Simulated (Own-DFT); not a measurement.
Simulation results for Hf36O71 (tetragonal hafnia with one neutral oxygen vacancy, atoms displaced)

All values are calculated (Own-DFT development build). A calculation, not a measurement: plane-wave PBE and HSE06 DFT by an unreviewed code, no spin, of a simulated cell at Gamma alone, so results move with cell size and shape, stress positive in tension, energies less offsets, not probed for a lower state with spin; hafnium file: forces about 75 meV/angstrom off all-electron values; oxygen file: force components 24 meV/angstrom off all-electron in a glass; k mesh not checked against a denser one; forces and stress are PBE's, HSE06 gives the energy alone, and its difference from PBE has offsets of its own; offsets are fitted by least squares, one for each functional and potential file, so energies compare only between cells with the same atoms and settings and are not formation energies; the far tail of each file's local potential was reset to the Coulomb form; each entry is a single point on an unrelaxed cell, so the pressure reflects the starting lattice, taken from the Materials Project, from which strain is counted, and rises with the displacements; printed positions are rounded, which can move forces by about a meV/angstrom; the program is a retired in-house code; no spin-orbit coupling.

Settings shared by all entries: first functional PBE; second functional HSE06; exact exchange share 0.25; screening 0.11 1/bohr; exchange divergence Gygi-Baldereschi; potential files PseudoDojo norm-conserving, scalar-relativistic, made for PBE, standard set; wave cutoff 48 hartree; occupations fixed; k mesh 1 x 1 x 1 centred on Gamma.

(1) 
```xyz
107
Lattice="10.7800 0.0000 0.0000 0.0000 10.7800 0.0000 0.0000 0.0000 10.4493" Properties=species:S:1:pos:R:3:force_x:R:1:force_y:R:1:force_z:R:1 formula=Hf36O71 PBE_energy_of_cell_above_offsets=-97.437 HSE06_less_PBE_above_offsets=0.040 PBE_pressure=2.29 PBE_stress_xx=-1.04 PBE_stress_yy=-2.95 PBE_stress_zz=-2.88 PBE_stress_yz=-0.36 PBE_stress_xz=-0.29 PBE_stress_xy=-0.01
Hf    10.6487    10.7393     0.0124       2.68      2.134     -1.504
Hf     1.8089     1.8177     2.5540      0.341     -0.308      0.966
O     10.7624     1.8222     1.6433       0.21      0.214     -0.848
O      1.7502     0.1038     3.6808     -0.029     -2.155     -1.061
O      0.0087     1.7710     4.2291     -0.778      0.764     -0.483
O      1.8322     0.0211     1.0347     -1.255     -0.264     -0.056
Hf     0.0290    10.7380     5.2213     -0.232      2.245      0.856
Hf     1.8315     1.8476     7.8457     -1.811        0.3     -0.786
O     10.7634     1.8808     6.7932      0.267     -0.313      0.738
O      1.8000     0.0638     8.8517       0.03     -1.134     -0.265
O     10.7655     1.8011     9.4326     -0.094     -0.123      1.218
O      1.7828    10.7441     6.1993      0.616     -0.211      0.563
Hf    10.7632     3.6572     0.0686     -0.151     -0.836     -1.109
Hf     1.8720     5.3820     2.6632     -0.152     -0.274     -0.802
O     10.7406     5.3797     1.6292      1.644     -0.437     -0.504
O      1.8234     3.6272     3.6485     -0.364     -0.072     -0.723
O     10.6977     5.3964     4.3260      0.048      0.425     -2.156
O      1.8516     3.5120     0.9571      -0.93      0.775      0.613
Hf    10.6779     3.6395     5.1589      1.368     -2.342      2.639
Hf     1.7668     5.4807     7.8520     -0.333     -3.856     -2.313
O      0.0263     5.3797     6.7555     -0.628      0.011      1.824
O      1.7836     3.5724     8.8873     -0.051      1.559      -0.07
O      1.7661     3.5145     6.2235      0.899      0.369     -0.735
Hf     0.0467     7.2215    10.4047      -0.76     -1.838      1.181
Hf     1.7498     8.9631     2.6225      2.422       1.22       0.03
O      0.0135     8.8945     1.6090     -0.301      0.488     -0.538
O      1.8014     7.1175     3.6833     -0.697      1.139     -0.439
O     10.7158     8.9907     4.2335      0.434     -0.174     -1.489
O      1.8312     7.1679     1.0625     -1.168      0.286     -0.539
Hf     0.0413     7.2343     5.1280     -0.501     -1.258       2.32
Hf     1.7400     9.0065     7.8010      2.177       1.28     -0.305
O     10.7611     8.9652     6.8411     -0.449      0.023     -0.317
O      1.8288     7.1150     8.7926     -1.031      2.838      1.861
O     10.7474     8.9556     9.4271      0.358      0.178      0.106
O      1.8031     7.1815     6.2262      0.025     -0.015      0.009
Hf     3.6115     0.0594    10.4430     -0.378     -1.264     -0.554
Hf     5.4095     1.7852     2.5707     -0.284     -0.829      0.774
O      3.5977     1.8441     1.5594      0.721     -0.119      0.027
O      5.3392     0.0040     3.6918      0.104      -0.25     -1.076
O      3.5911     1.7951     4.1501       0.29      0.285      0.684
O      5.3998     0.0285     1.0018      0.312       0.15      0.395
Hf     3.7040    10.7719     5.2038     -1.721     -0.383     -0.641
Hf     5.3317     1.8522     7.7465      2.608     -1.643      1.712
O      3.6396     1.8080     6.8556      -1.36     -0.358     -1.326
O      5.4122    10.7648     8.8108     -0.552     -0.061     -0.164
O      3.6290     1.8483     9.4759      0.147       0.02     -0.638
O      5.3892    10.7511     6.2205      1.129     -0.141      0.462
Hf     3.6316     3.6472    10.4310     -0.742      -0.91      0.336
Hf     5.4930     5.3327     2.5823     -1.702      1.506      0.351
O      3.6123     5.4417     1.6444      0.172     -0.577     -0.211
O      5.3285     3.6072     3.5945      0.446     -0.305       0.64
O      3.5852     5.4032     4.2473     -0.139     -0.293     -0.675
O      5.4362     3.6535     1.0316     -1.277      0.012      0.014
Hf     3.6501     3.6246     5.1604     -2.548     -1.062      0.749
Hf     5.3626     5.3962     7.8626      0.343        0.7     -0.225
O      3.6416     5.3373     6.8364     -0.789      0.506      0.164
O      5.3962     3.5716     8.8117      0.116      1.147      0.919
O      3.5572     5.4583     9.4857      0.458     -2.357     -1.296
O      5.3428     3.6475     6.2531      1.263     -0.293     -0.346
Hf     3.5128     7.1577    10.3583       1.86      3.023       1.72
Hf     5.3576     8.9579     2.6155     -0.612     -0.298     -0.086
O      3.6244     9.0089     1.5366      -1.07      0.188      0.699
O      5.4398     7.1328     3.6671      -0.12      0.432     -0.504
O      3.6041     8.9279     4.1174     -0.211      0.323      0.307
O      5.3602     7.2730     0.9829      0.344     -0.405     -0.093
Hf     3.6408     7.1465     5.1998      0.018      1.477      1.051
Hf     5.4370     8.9651     7.7875     -1.301      0.356     -0.095
O      3.5727     8.9559     6.7539       0.15      0.351      0.286
O      5.3086     7.2012     8.8526      0.866     -0.254      -0.12
O      3.5743     8.9652     9.3319     -0.493      0.415      0.686
O      5.3879     7.2594     6.2811       0.92     -0.439     -0.622
Hf     7.1885    10.7468    10.4180      -1.01      1.597      0.418
Hf     9.0333     1.7424     2.6261     -1.121      0.462      0.467
O      7.1870     1.8627     1.6530      0.275     -0.339     -0.781
O      8.9960    10.7671     3.6017     -0.167      -0.79      0.252
O      7.1747     1.7820     4.1523     -0.189      0.476      1.014
O      8.9991     0.0317     1.0678     -0.809     -0.629      0.034
Hf     7.2521    10.7476     5.2322      0.034      1.295      0.449
Hf     8.9871     1.8097     7.8432        0.5     -0.649     -0.826
O      7.1962     1.8200     6.8192     -1.308      0.364     -0.426
O      9.0361     0.0121     8.8042      0.404     -1.207      1.417
O      7.1617     1.6424     9.4106      0.014      2.189      0.639
O      8.9706     0.1300     6.2989      0.592     -0.839     -1.208
Hf     7.1310     3.6367     0.0251      1.867     -1.212     -1.213
Hf     9.0173     5.2903     2.6273     -0.813      1.032     -1.037
O      7.1595     5.4294     1.6224      1.109      0.128      -0.79
O      8.9457     3.5791     3.5525      0.431     -0.828      1.854
O      7.1964     5.4116     4.1735      -0.26     -1.578      0.354
O      8.8623     3.6524     1.0765      1.563      0.041     -0.764
Hf     7.1197     3.6249     5.2138      0.809     -1.639      0.362
Hf     8.9330     5.3767     7.8255      1.367      -1.68     -0.136
O      7.1938     5.4152     6.8927     -1.387      0.122     -1.054
O      8.9115     3.4713     8.9206       0.33       2.68      0.239
O      7.2664     5.4532     9.4810     -0.675     -0.621     -0.088
O      8.8846     3.6163     6.2858      0.382      0.456     -1.033
Hf     7.1961     7.2513     0.0252     -0.975     -0.534      0.375
Hf     8.9840     8.9741     2.5247     -0.915     -0.839      1.441
O      7.1739     8.9660     1.5691      0.423      0.204      0.378
O      8.9739     7.0740     3.5632     -0.056       2.25      0.406
O      7.1958     9.0162     4.2507       0.22     -1.192     -0.772
O      8.9595     7.1866     1.0131      0.982      0.587     -0.821
Hf     7.2564     7.1317     5.1648     -0.626      1.555      0.803
Hf     8.9763     8.9199     7.9039      0.562      0.768     -1.075
O      7.3283     8.9727     6.8222     -1.747      0.229      0.047
O      9.0196     7.0914     8.8069      0.557      1.318      0.973
O      7.2309     9.0542     9.4374      0.331     -2.116     -0.823
O      8.9884     7.1920     6.2123      0.531     -0.353     -0.254
```

Units: PBE_energy_of_cell_above_offsets, HSE06_less_PBE_above_offsets in eV; PBE_pressure, PBE_stress_xx, PBE_stress_yy, PBE_stress_zz, PBE_stress_yz, PBE_stress_xz, PBE_stress_xy in GPa; force_x, force_y, force_z in eV/Å.

(2) 
```xyz
107
Lattice="10.7800 0.0000 0.0000 0.0000 10.7800 0.0000 0.0000 0.0000 10.4493" Properties=species:S:1:pos:R:3:force_x:R:1:force_y:R:1:force_z:R:1 formula=Hf36O71 PBE_energy_of_cell_above_offsets=-98.363 HSE06_less_PBE_above_offsets=-0.002 PBE_pressure=1.38 PBE_stress_xx=-1.38 PBE_stress_yy=-1.25 PBE_stress_zz=-1.52 PBE_stress_yz=1 PBE_stress_xz=-1.35 PBE_stress_xy=-0.07
Hf    10.7333     0.0334     0.0282      0.801     -0.821      -0.56
Hf     1.7791     1.8237     2.6268      0.131     -1.149     -0.765
O     10.7037     1.7006     1.5652      0.634      0.609      1.078
O      1.8240    10.7575     3.6038     -0.365      1.282      0.414
O      0.0724     1.7854     4.1980     -0.265      0.736     -0.951
O      1.7654     0.0238     1.0752      0.535      0.349     -0.586
Hf     0.0604     0.0370     5.1635      0.182     -1.269      1.527
Hf     1.8212     1.8627     7.8592     -0.579     -1.686      0.152
O      0.0365     1.8272     6.8073     -1.146      0.004     -0.043
O      1.8023    10.7667     8.8549     -0.079      0.456     -0.061
O      0.0104     1.7914     9.4218     -0.696       0.68     -0.032
O      1.7998    10.7306     6.3077     -0.027      0.495     -1.013
Hf    10.7719     3.6902     0.0119      0.108     -0.656     -1.228
Hf     1.7298     5.3997     2.6592       1.51       -0.2     -0.694
O      0.0310     5.4271     1.5191     -1.215     -0.521      0.924
O      1.8657     3.5736     3.7616     -0.476       0.23     -1.744
O      0.0316     5.3642     4.1745      0.062     -0.335     -0.604
O      1.7528     3.6091     1.0003      0.792     -0.431      0.912
Hf    10.7475     3.5485     5.1613      0.778      0.617      1.614
Hf     1.8022     5.5096     7.7951     -1.452     -1.425      1.196
O     10.7551     5.3696     6.7652      0.014      0.061      -0.06
O      1.7578     3.5412     8.9066      0.699      1.628     -0.284
O      0.0140     5.4034     9.3892     -0.182      0.185      0.322
O      1.7612     3.5672     6.2137      0.389     -0.079      0.387
Hf    10.6811     7.2105     0.1103     -0.624      0.105     -1.634
Hf     1.7647     8.9806     2.6381      0.895       0.93      -0.95
O      0.0205     9.0513     1.5696     -1.195     -0.644      0.544
O      1.8005     7.2077     3.6111       -0.6     -0.664      0.566
O      0.0072     9.0919     4.1876      0.069     -1.891     -0.273
O      1.7013     7.1499     0.9233      1.896      0.279      1.232
Hf     0.0665     7.1161     5.2363     -3.103      1.577      -0.53
Hf     1.7747     8.9390     7.8124     -0.252      1.576      1.372
O      0.0259     8.9223     6.7628     -0.543     -0.066       0.45
O      1.7846     7.1690     8.8489      0.524      0.161     -0.688
O      0.0354     8.9191     9.4852      -0.07        0.9     -0.279
O      1.7031     7.0648     6.2631      2.849       0.27      0.207
Hf     3.5725     0.0116     0.0415     -0.456     -0.959      0.168
Hf     5.3312     1.8514     2.4890      1.076     -1.173      1.232
O      3.6369     1.7398     1.5357     -1.955      0.461      0.115
O      5.3497     0.0692     3.5966      0.454     -0.515      0.237
O      3.6122     1.7353     4.2294     -0.286      2.063     -0.342
O      5.4796     0.0145     1.0311     -1.127      0.237     -0.781
Hf     3.6164     0.0524     5.2733     -1.477     -1.462      -1.36
Hf     5.3900     1.7488     7.8678      -0.63      0.738       0.31
O      3.6320     1.8106     6.8374     -0.209      0.086     -0.389
O      5.4691     0.0011     8.8451     -0.659     -0.354     -0.145
O      3.5913     1.7878     9.4194      0.347      0.297     -0.166
O      5.3106    10.6892     6.2059       2.28      0.354      1.035
Hf     3.5796     3.6390    10.3262     -0.066     -0.286      1.215
Hf     5.3080     5.3171     2.6136       1.19       2.18     -0.477
O      3.5821     5.4034     1.5849     -0.957     -0.155     -0.271
O      5.4413     3.6405     3.5793     -0.403     -1.998      1.314
O      3.5943     5.3997     4.1560      0.054      0.165      1.239
O      5.4127     3.5696     1.0153     -1.222      0.327     -0.797
Hf     3.5815     3.5795     5.2658     -0.465      0.145     -0.565
Hf     5.3567     5.3752     7.7858       1.32      0.174       0.63
O      3.5806     5.3167     6.8573     -0.364      0.285     -0.786
O      5.4209     3.5810     8.7888     -0.485     -0.201      0.802
O      3.5780     5.4380     9.4349      0.319     -0.541     -0.519
O      5.3726     3.6563     6.2995      0.691     -0.073     -1.193
Hf     3.6263     7.2253     0.0234     -0.772      0.697      0.253
Hf     5.4239     8.9835     2.6084     -0.206      1.084     -0.369
O      3.6137     9.0347     1.5167     -0.635     -0.329      0.471
O      5.3931     7.2355     3.5252     -0.579     -1.369       1.63
O      3.5368     8.9958     4.1557      0.227     -0.441      1.083
O      5.4135     7.2481     1.0656     -0.479     -0.291     -1.208
Hf     3.5973     7.2395     5.2797      0.207      0.355     -1.666
Hf     5.4033     8.9902     7.8392     -0.301      -0.12      0.367
O      3.5877     8.9813     6.7989      -0.18      -1.08     -0.179
O      5.3782     7.2043     8.8407     -0.161     -0.389      0.225
O      3.4883     8.9867     9.3931      0.963      0.094       0.33
O      5.3523     7.1367     6.2751      0.327       0.03     -0.439
Hf     7.2022     0.0499    10.3685     -0.803     -2.785      1.693
Hf     8.9394     1.7953     2.6469     -0.644     -0.336      -1.51
O      7.1361     1.8613     1.5534      1.267      0.035      0.445
O      8.9626     0.0659     3.6515     -0.056     -0.547     -0.082
O      7.2159     1.7797     4.2042      0.029      0.913      0.526
O      8.9002    10.7703     0.9684      0.928       0.17      0.988
Hf     7.1927     0.0867     5.2780     -0.362     -1.596     -1.186
Hf     9.0060     1.8110     7.8409      0.904     -0.227      0.467
O      7.1252     1.7995     6.8362      0.987     -0.411     -0.588
O      9.0446    10.7110     8.8751     -0.207      1.492     -0.577
O      7.2037     1.7158     9.4464      0.438      2.814     -1.516
O      8.9929    10.7266     6.2161      0.052      0.716      0.312
Hf     7.2336     3.5667     0.0347     -0.992      0.696     -0.418
Hf     8.9778     5.3383     2.5951     -1.587      2.131     -0.374
O      7.1578     5.3461     1.5691      0.604      0.222     -0.403
O      8.9327     3.6038     3.5943      0.712     -0.864      0.936
O      7.1716     5.4157     4.0510     -0.022     -0.687      2.078
O      8.9555     3.5680     1.0101      1.231      0.291      0.442
Hf     7.1775     3.5794     5.2355     -0.677      1.192     -0.797
Hf     8.9530     5.3856     7.7904       0.97      1.301      0.865
O      7.2488     5.4038     6.7933     -1.735     -0.214     -0.532
O      8.9755     3.6433     8.8432     -0.206     -1.308     -0.039
O      7.1597     5.3736     9.4096     -0.098     -0.057     -0.096
O      8.9556     3.6108     6.2338      0.164     -0.719     -0.233
Hf     7.1232     7.1558    10.3897      0.849      0.306      0.755
Hf     8.9478     9.0267     2.5914     -0.266     -0.797      0.324
O      7.1910     9.0128     1.5868      0.644     -0.679      0.065
O      8.9070     7.1588     3.6790      1.086      0.176     -1.519
O      7.1681     8.9062     4.1498      0.081      2.062      0.993
Hf     7.1801     7.1877     5.1905      0.658      -0.67     -0.804
Hf     8.9540     9.0074     7.8206      1.535      -1.23       0.22
O      7.2019     8.9877     6.8844     -1.011      0.075     -1.063
O      8.9748     7.2262     8.8844     -0.271     -0.767     -0.077
O      7.1511     8.9763     9.4316     -0.055      0.011     -0.213
O      8.9625     7.1870     6.2173      0.467     -0.036     -0.002
```

Units: PBE_energy_of_cell_above_offsets, HSE06_less_PBE_above_offsets in eV; PBE_pressure, PBE_stress_xx, PBE_stress_yy, PBE_stress_zz, PBE_stress_yz, PBE_stress_xz, PBE_stress_xy in GPa; force_x, force_y, force_z in eV/Å.
